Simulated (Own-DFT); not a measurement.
# A layer strained by its substrate: wurtzite GaN, 72 atoms (Ga36N36)

Calculated, not measured: single-point runs of Own-DFT, a retired in-house plane-wave DFT program that no person has reviewed, on unrelaxed cells, without spin or spin-orbit coupling.

Settings: PBE; PseudoDojo norm-conserving scalar-relativistic files; cutoff 42 hartree; 4 x 4 x 3 k mesh centred on Gamma; Fermi-Dirac smearing of 0.1 eV.

Limits: forces not confirmed at this smearing and k mesh; stress not checked against mesh or cutoff.

Unstrained cell vectors in Å: (9.567, 0.000, 0.000); (-4.784, 8.285, 0.000); (0.000, 0.000, 10.370). The unstrained cell has measured lattice constants (interpolated for alloys), not those of this functional. That, the random moves and any unrelaxed bonds set the pressure at no strain. Each run strains x and y alike by e, as a substrate would, and holds the height along z. Each atom got a random Gaussian move of width 0.05 Å along each axis. Stress is positive in tension.

| e (%) | u (Å) | (s_xx + s_yy)/2 (GPa) | s_zz (GPa) |
|---|---|---|---|
| -3.00 | 0.052 | -25.84 | -14.21 |
| -2.50 | 0.048 | -21.51 | -12.89 |
| -1.75 | 0.053 | -17.73 | -10.69 |
| -1.25 | 0.049 | -13.95 | -10.63 |
| -1.00 | 0.053 | -13.23 | -9.97 |
| -0.75 | 0.047 | -11.21 | -10.37 |
| -0.50 | 0.049 | ? | ? |
| 0.25 | 0.050 | -5.91 | -8.25 |
| 1.00 | 0.051 | -2.79 | -5.67 |
| 1.25 | 0.050 | -0.73 | -7.00 |

## Fit

With e as a fraction, the in-plane stress is -7.3 + 527 e - 2654 e² GPa (errors 18 and 904, scatter 0.48), and s_zz is -8.4 + 178 e GPa (slope ± 16, scatter 0.66). At e = 0 the first slope is C11 + C12 and the second 2 C13, both with the ions held to the strained lattice and at the cell's own pressure. A free layer would change its height as e changes, and the in-plane slope would drop by 2 C13²/C33 to the biaxial modulus. At fixed height, a misfit of 1 % moves the in-plane stress by about 5.3 GPa and s_zz by 1.8 GPa.

## Test on the hidden row

Asked: what are the two stresses at e = -0.50 %?

The fit gives -10.0 and -9.3 GPa. The run itself gave -9.90 and -8.26 GPa.
